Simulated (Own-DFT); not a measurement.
# How strain changes the stress of bcc W, 16 atoms (W16)

Calculated results; nothing here was measured. The program, named Own-DFT, is a retired in-house plane-wave density functional code that no person has reviewed. Each row is one single-point run on a periodic cell that was not relaxed, without spin or spin-orbit coupling.

Settings of every run: PBE; PseudoDojo norm-conserving scalar-relativistic files; cutoff 50 hartree; 5 x 5 x 5 k mesh centred on Gamma; cold (Marzari-Vanderbilt) smearing of 0.2 eV.

Known limits: forces on such cells failed a check on a denser k mesh; stress not checked against mesh or cutoff.

Unstrained cell vectors in Å: (6.330, 0.000, 0.000); (0.000, 6.330, 0.000); (0.000, 0.000, 6.330). The unstrained cell has measured lattice constants (interpolated for alloys), not those of this functional. That, the random moves and any unrelaxed bonds set the pressure at no strain. Each run strains this cell uniformly, with the atoms carried along. Every atom was also moved at random, by a Gaussian of width 0.05 Å on each axis. Strain is the symmetric tensor, in per cent. Stress is positive in tension, and the pressure is minus a third of its trace.

| run | e_xx (%) | e_yy (%) | e_zz (%) | e_yz (%) | e_xz (%) | e_xy (%) | s_xx (GPa) | s_yy (GPa) | s_zz (GPa) | s_yz (GPa) | s_xz (GPa) | s_xy (GPa) | P (GPa) | E (meV/atom) |
|---|---|---|---|---|---|---|---|---|---|---|---|---|---|---|
| 1 | -0.40 | -1.32 | 0.37 | 1.30 | 0.57 | -1.59 | -11.70 | -15.25 | -9.91 | 4.30 | 2.50 | -5.05 | 12.28 | 26.4 |
| 2 | 1.36 | 0.09 | 0.27 | 0.40 | 1.74 | -1.99 | 0.38 | -3.65 | -3.13 | 2.05 | 5.32 | -6.15 | 2.13 | 0.0 |
| 3 | 0.71 | -1.16 | -1.48 | -1.64 | 0.92 | 1.86 | -10.68 | -16.02 | -17.36 | -5.85 | 3.58 | 6.39 | 14.69 | 50.8 |
| 4 | 0.99 | 0.56 | 0.32 | 0.78 | -0.99 | 1.57 | -0.57 | -2.00 | -2.93 | 2.74 | -3.30 | 4.59 | 1.84 | 13.5 |
| 5 | -1.25 | 0.44 | 1.49 | 1.64 | 0.19 | -1.15 | -11.15 | -5.00 | -1.78 | 5.31 | 1.12 | -3.77 | 5.98 | 37.0 |
| 6 | 0.62 | 0.69 | -0.48 | 0.58 | -0.76 | -1.02 | -4.42 | -4.87 | -8.50 | 1.48 | -1.96 | -3.08 | 5.93 | 35.6 |
| 7 | 1.36 | -0.85 | -0.67 | 1.71 | -0.57 | 1.17 | -3.90 | -10.67 | -10.09 | 5.19 | -2.06 | 3.99 | 8.22 | 16.6 |
| 8 | -0.96 | -0.07 | 0.81 | 0.47 | -1.84 | 0.53 | -11.76 | -8.92 | -5.91 | 1.69 | -5.66 | 1.82 | 8.86 | 29.4 |
| 9 | 1.69 | -0.77 | 0.83 | -0.76 | 1.39 | 1.32 | 0.07 | -6.98 | -1.74 | -3.28 | 4.46 | 4.38 | 2.88 | 30.9 |
| 10 | 1.45 | -0.03 | 0.68 | -0.52 | -0.62 | -1.13 | 0.49 | -3.32 | -1.32 | -1.81 | -2.25 | -3.59 | 1.38 | 16.8 |
| 11 | -0.31 | 1.91 | 1.29 | 0.14 | 0.84 | 1.88 | -3.00 | 3.58 | 2.46 | 0.06 | 2.40 | 5.07 | -1.01 | 15.5 |
| 12 | -1.02 | 1.53 | -0.64 | -0.16 | 1.63 | 0.77 | -13.03 | -5.56 | -11.38 | -0.83 | 5.53 | 2.48 | 9.99 | 73.2 |
| 13 | -0.02 | -1.52 | -1.81 | 1.58 | -1.51 | -0.09 | -16.55 | -20.95 | -22.74 | 5.25 | -5.57 | 0.20 | 20.08 | 81.8 |
| 14 | 1.84 | -0.08 | 1.77 | 0.98 | -0.74 | -1.92 | 4.51 | -0.84 | 4.67 | 2.48 | -1.78 | -5.05 | -2.78 | 21.3 |
| 15 | 1.97 | 0.10 | -0.22 | 0.49 | -1.64 | -1.45 | ? | ? | ? | ? | ? | ? | ? | ? |

E is the free energy for each atom above the lowest run shown.

## Worked fit

Each stress component was fitted by least squares to a constant and the strains of the runs shown, as fractions, with shears doubled. Shear strains stay in the fit of a normal stress only where such slopes are resolved. The slopes, in GPa:

```
stress  at no strain  per e_xx  per e_yy  per e_zz  scatter
  s_xx          -8.5  537 ± 19  210 ± 22  227 ± 20     0.69
  s_yy          -8.5  234 ± 14  500 ± 17  247 ± 15     0.53
  s_zz          -8.4  226 ± 14  215 ± 17  563 ± 15     0.53
```

Each shear stress against twice its own strain: yz 167 ± 9, xz 161 ± 7, xy 152 ± 5 GPa. These are stiffnesses along x, y and z of the frame in which the cell vectors are given, which need not be the crystal's axes. The atoms are held to the strained lattice; where symmetry lets them move under strain, relaxing them would lower some slopes. The table should be nearly symmetric about its diagonal, and what it lacks of that shows the noise. A ninth of its sum, 329 ± 8 GPa, estimates the bulk modulus near the mean pressure of these runs, 6.5 GPa, so it lies above the value at zero pressure.

## Withheld run

Question: what normal stresses and pressure should run 15 give?

The fit gives s_xx = 1.8, s_yy = -3.9, s_zz = -4.9 and P = 2.3 GPa. The calculation gave 1.96, -3.60, -4.57 and P = 2.07 GPa.
